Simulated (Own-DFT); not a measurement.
Simulation results for Si4SnGe11 (diamond-structure random alloy, atoms displaced)

All values are calculated (Own-DFT development build). A calculation, not a measurement: plane-wave density functional theory by an unreviewed code, no spin, of a simulated periodic cell, stress positive in tension, run twice, with PBE and with PBEsol, both on files made for PBE, so the change isn't that of files made for PBEsol, forces on such cells moved up to 12 meV/angstrom on a denser k mesh; the far tail of each file's local potential was reset to the Coulomb form; each entry is a single point on an unrelaxed cell, so the pressure reflects the starting lattice, mostly measured values (interpolated for alloys), from which strain is counted, and rises with the displacements; printed positions are rounded, which can move forces by about a meV/angstrom; the program, named Own-DFT, is a retired in-house code; no spin-orbit coupling; stress was not checked against mesh or cutoff.

Entry: Si4SnGe11 (diamond-structure random alloy, atoms displaced)

```cif
# cell vector a (Å): 11.3064 0.0000 0.0000
# cell vector b (Å): 0.0000 11.3064 0.0000
# cell vector c (Å): 0.0000 0.0000 11.3064
data_Si4SnGe11
_symmetry_space_group_name_H-M 'P 1'
_symmetry_Int_Tables_number 1
_cell_length_a 11.3064
_cell_length_b 11.3064
_cell_length_c 11.3064
_cell_angle_alpha 90.000
_cell_angle_beta 90.000
_cell_angle_gamma 90.000
_cell_volume 1445.35
loop_
_atom_site_label
_atom_site_type_symbol
_atom_site_fract_x
_atom_site_fract_y
_atom_site_fract_z
_atom_site_occupancy
Sn1 Sn 0.00077 0.01327 0.99949 1
Si1 Si 0.00502 0.25312 0.24728 1
Ge1 Ge 0.25452 0.00096 0.24607 1
Si2 Si 0.25178 0.24848 0.00572 1
Ge2 Ge 0.12189 0.12397 0.12457 1
Ge3 Ge 0.13930 0.38411 0.38721 1
Ge4 Ge 0.36686 0.11972 0.36822 1
Ge5 Ge 0.36668 0.37803 0.12856 1
Ge6 Ge 0.00121 0.99147 0.50425 1
Si3 Si 0.98384 0.25907 0.74507 1
Ge7 Ge 0.25163 0.99628 0.74672 1
Ge8 Ge 0.25245 0.25144 0.50149 1
Sn2 Sn 0.13057 0.13664 0.63772 1
Si4 Si 0.13566 0.37663 0.88772 1
Ge9 Ge 0.36954 0.13060 0.88468 1
Ge10 Ge 0.38165 0.37805 0.63132 1
Ge11 Ge 0.00510 0.49174 0.99537 1
Ge12 Ge 0.99717 0.75989 0.25523 1
Ge13 Ge 0.24705 0.51072 0.25606 1
Si5 Si 0.26169 0.76368 0.00102 1
Ge14 Ge 0.12945 0.62957 0.13621 1
Sn3 Sn 0.11833 0.86070 0.37221 1
Si6 Si 0.38661 0.62187 0.37231 1
Ge15 Ge 0.37923 0.87066 0.10878 1
Si7 Si 0.01537 0.50144 0.49076 1
Ge16 Ge 0.98753 0.74016 0.74135 1
Si8 Si 0.23999 0.49797 0.74055 1
Si9 Si 0.25224 0.75571 0.49210 1
Ge17 Ge 0.12481 0.63266 0.62957 1
Ge18 Ge 0.12067 0.85896 0.88900 1
Ge19 Ge 0.37182 0.63103 0.87376 1
Ge20 Ge 0.37870 0.86783 0.63031 1
Ge21 Ge 0.49409 0.98340 0.98325 1
Ge22 Ge 0.49356 0.24804 0.24420 1
Ge23 Ge 0.74187 0.98751 0.25777 1
Ge24 Ge 0.75334 0.23677 0.00074 1
Ge25 Ge 0.61527 0.12481 0.12859 1
Ge26 Ge 0.62338 0.37267 0.37415 1
Ge27 Ge 0.88058 0.11509 0.37567 1
Ge28 Ge 0.88245 0.37251 0.12148 1
Sn4 Sn 0.50526 0.99494 0.48996 1
Si10 Si 0.50034 0.24642 0.74210 1
Ge29 Ge 0.75288 0.00435 0.74071 1
Si11 Si 0.76752 0.25086 0.50402 1
Ge30 Ge 0.64288 0.12534 0.62871 1
Ge31 Ge 0.61759 0.37760 0.88716 1
Ge32 Ge 0.86795 0.12439 0.87644 1
Ge33 Ge 0.87986 0.39181 0.63591 1
Ge34 Ge 0.49872 0.49207 0.99900 1
Si12 Si 0.50569 0.73913 0.26917 1
Si13 Si 0.74309 0.50337 0.26291 1
Si14 Si 0.74376 0.76112 0.99787 1
Ge35 Ge 0.61776 0.61734 0.12405 1
Si15 Si 0.62248 0.87711 0.36847 1
Ge36 Ge 0.88332 0.62842 0.36485 1
Ge37 Ge 0.87383 0.86660 0.12987 1
Ge38 Ge 0.49031 0.51086 0.50677 1
Ge39 Ge 0.49049 0.75421 0.74735 1
Ge40 Ge 0.75872 0.50601 0.74991 1
Ge41 Ge 0.76591 0.75453 0.49904 1
Ge42 Ge 0.61770 0.64032 0.62417 1
Ge43 Ge 0.63823 0.87974 0.87758 1
Si16 Si 0.87643 0.62807 0.88020 1
Ge44 Ge 0.87105 0.87953 0.63494 1
```

It was run with functional PBE, then PBEsol, potential files PseudoDojo norm-conserving, scalar-relativistic, standard set, wave cutoff 49 hartree, occupations Fermi-Dirac, smearing width 0.1 eV and k mesh 3 x 3 x 3 centred on Gamma.

It finds PBE pressure 5.11 GPa; PBE stress xx -5.36 GPa; PBE stress yy -5.02 GPa; PBE stress zz -4.96 GPa; PBE stress yz 0.08 GPa; PBE stress xz -0.38 GPa; PBE stress xy 1.49 GPa; PBEsol pressure 2.43 GPa; PBEsol stress xx -2.67 GPa; PBEsol stress yy -2.34 GPa; PBEsol stress zz -2.28 GPa; PBEsol stress yz 0.08 GPa; PBEsol stress xz -0.39 GPa; PBEsol stress xy 1.41 GPa; rms change of force components from PBE to PBEsol 0.057 eV/Å.

Force:
```
force element  PBE force x (eV/Å)  PBE force y (eV/Å)  PBE force z (eV/Å)  PBEsol force x (eV/Å)  PBEsol force y (eV/Å)  PBEsol force z (eV/Å)
           Sn              -0.867              -2.787              -0.345                  -0.84                 -2.715                 -0.329
           Si               0.227              -0.013               0.955                  0.222                 -0.022                  0.918
           Ge              -0.582              -0.919               -1.44                 -0.566                 -0.869                 -1.401
           Si              -0.674               0.479               0.352                 -0.618                  0.412                  0.392
           Ge               2.235               2.273               2.071                  2.174                  2.146                  2.004
           Ge              -0.772              -1.304              -1.572                 -0.668                 -1.282                 -1.536
           Ge               0.345               1.629               0.415                  0.336                  1.577                  0.391
           Ge               -0.01               0.031              -0.135                  0.038                  0.053                 -0.104
           Ge              -0.392               1.159                0.84                 -0.413                  1.119                  0.798
           Si               1.057               0.042               2.639                  1.002                  0.028                  2.563
           Ge               0.475              -1.233               2.275                  0.475                 -1.187                  2.204
           Ge               1.682               0.637              -0.625                   1.62                  0.632                 -0.612
           Sn              -1.792              -0.517               -0.67                 -1.685                 -0.548                 -0.697
           Si              -0.377              -0.731              -2.066                 -0.415                 -0.683                 -1.993
           Ge               0.714              -0.549               -1.72                  0.713                 -0.611                 -1.679
           Ge              -0.823              -0.176              -0.294                 -0.803                 -0.153                 -0.359
           Ge                0.04               1.647               0.632                  0.015                  1.586                  0.677
           Ge              -2.148              -3.488              -3.851                 -2.101                 -3.402                 -3.738
           Ge               1.197               -0.51               0.226                  1.115                 -0.528                   0.19
           Si                -1.9              -2.999              -0.436                 -1.859                  -2.93                  -0.44
           Ge              -0.651               0.859               -1.88                 -0.644                  0.806                 -1.769
           Sn               2.816               3.666               1.631                  2.669                  3.608                  1.543
           Si              -2.121               0.546               0.876                 -2.117                  0.432                  0.896
           Ge               1.072                0.41               3.624                  1.073                  0.489                  3.515
           Si              -1.624               1.213               1.518                  -1.58                  1.197                  1.486
           Ge               0.437               0.641               1.846                  0.454                  0.651                  1.744
           Si               0.696              -0.116               1.734                  0.706                 -0.081                  1.645
           Si               2.071              -2.355               1.907                  2.005                 -2.288                  1.898
           Ge               0.627              -0.596              -1.953                  0.555                 -0.534                  -1.87
           Ge               0.184               0.412              -2.177                  0.145                  0.448                  -2.14
           Ge              -0.522              -1.098               0.019                 -0.441                 -1.053                  0.003
           Ge              -1.793               1.201              -1.669                 -1.706                  1.187                  -1.57
           Ge               0.835               2.332               0.857                  0.795                  2.252                  0.835
           Ge              -0.184               0.576               0.792                  -0.18                  0.551                  0.756
           Ge               0.884               1.618              -1.505                  0.915                  1.608                 -1.499
           Ge              -1.392               1.611               1.041                 -1.347                  1.556                  0.998
           Ge               0.673              -1.544              -0.885                   0.66                 -1.478                  -0.85
           Ge              -0.023              -0.253               1.216                 -0.075                 -0.251                  1.175
           Ge              -0.157               0.843              -0.217                 -0.151                  0.751                 -0.193
           Ge              -1.169                0.09                1.03                 -1.119                   0.09                  0.934
           Sn              -0.671               1.296               2.029                 -0.709                  1.301                  2.016
           Si               0.555               0.051               1.627                  0.539                  0.048                  1.594
           Ge               0.099              -0.549               2.482                  0.099                 -0.535                  2.406
           Si              -0.535               0.508              -0.206                 -0.523                  0.482                   -0.2
           Ge              -1.667               1.927              -1.567                 -1.593                  1.795                 -1.496
           Ge               1.837              -1.837              -2.372                  1.781                 -1.757                 -2.255
           Ge              -0.081               1.026              -2.615                 -0.118                  0.973                 -2.498
           Ge               0.592              -0.555              -2.858                  0.521                 -0.492                 -2.738
           Ge              -1.739               1.489               0.689                 -1.662                  1.437                  0.675
           Si               0.366               1.078              -2.433                   0.39                  1.058                 -2.473
           Si               0.817              -0.281               -1.67                  0.784                 -0.269                 -1.635
           Si               1.166              -2.397               1.116                   1.11                 -2.309                  1.117
           Ge                0.84               0.964               0.629                  0.777                  0.901                   0.58
           Si               1.371              -3.192               0.069                  1.399                 -3.074                  0.101
           Ge              -0.515              -1.382               1.295                 -0.479                  -1.25                  1.263
           Ge              -1.115               1.042              -0.668                 -1.047                  1.042                 -0.589
           Ge               1.453               -0.93               -0.29                  1.436                 -0.934                 -0.234
           Ge               1.972              -0.643               1.949                  1.899                  -0.63                  1.863
           Ge              -2.331               1.125               1.396                 -2.256                  1.058                  1.312
           Ge              -1.674              -0.038              -0.439                   -1.6                 -0.047                 -0.396
           Ge                1.44              -0.774              -0.237                  1.378                  -0.75                 -0.227
           Ge              -0.962              -0.048               -2.01                 -0.991                  0.017                 -1.984
           Si              -0.507              -0.085               0.305                  -0.46                 -0.113                  0.262
           Ge               0.992              -0.523              -1.276                  0.966                 -0.516                 -1.248
```
